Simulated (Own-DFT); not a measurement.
# A change of arrangement and its cost: Ga48P48, 96 atoms

These are calculations, not measurements. They come from Own-DFT, an in-house plane-wave density functional program, since retired, whose code no person has reviewed. Each row is one single-point run on a periodic cell that was not relaxed, without spin or spin-orbit coupling.

Settings of every run: PBE; PseudoDojo norm-conserving scalar-relativistic files; cutoff 42 hartree; 2 x 3 x 3 k mesh centred on Gamma; Fermi-Dirac smearing of 0.1 eV.

Known limits, some of them of some rows only: not probed for a lower state with spin; forces on such cells failed a check on a denser k mesh; forces on such cells passed a denser k mesh, each cell not checked; stress not checked against mesh or cutoff.

All cells hold the same atoms in the same cell, with vectors in Å (16.352, 0.000, 0.000); (0.000, 10.901, 0.000); (0.000, 0.000, 10.901). Every atom was moved at random from its ideal site; u is the rms move along one axis. The defect's site can differ from row to row. E is the free energy of the cell above the lowest run. The arrangements:

- A: zincblende GaP
- B: zincblende GaP, with one Ga on a P site and one P on a Ga site, 2.4 Å apart

| arrangement | u (Å) | E (eV) | P (GPa) |
|---|---|---|---|
| A | 0.0198 | 0.000 | 2.71 |
| A | 0.0202 | 0.090 | 2.73 |
| A | 0.0208 | 0.154 | 2.73 |
| A | 0.0466 | 2.938 | 3.14 |
| A | 0.0478 | 3.341 | 3.21 |
| A | 0.0513 | 3.542 | 3.22 |
| B | 0.0287 | 3.815 | 2.89 |
| B | 0.0298 | 4.022 | 2.95 |
| B | 0.0310 | 4.001 | 2.94 |
| B | 0.0476 | 6.097 | 3.23 |
| B | 0.0477 | 6.235 | 3.31 |
| B | 0.0503 | 6.464 | 3.33 |

Question: once the cost of the random moves is taken out, how do the arrangements rank?

## Worked answer

Fit E = a + b u², with one b for all and one a for each arrangement, and with residuals divided by u², since the noise grows with the moves. Then b = 1623 eV/Å², the scatter at u = 0.04 Å is 0.12 eV, and against A:

- B: 3.08 ± 0.05 eV (higher)

These are energies of unrelaxed cells. Relaxing the atoms lowers the strained arrangements most, so the gaps would shrink and small ones could change sign.
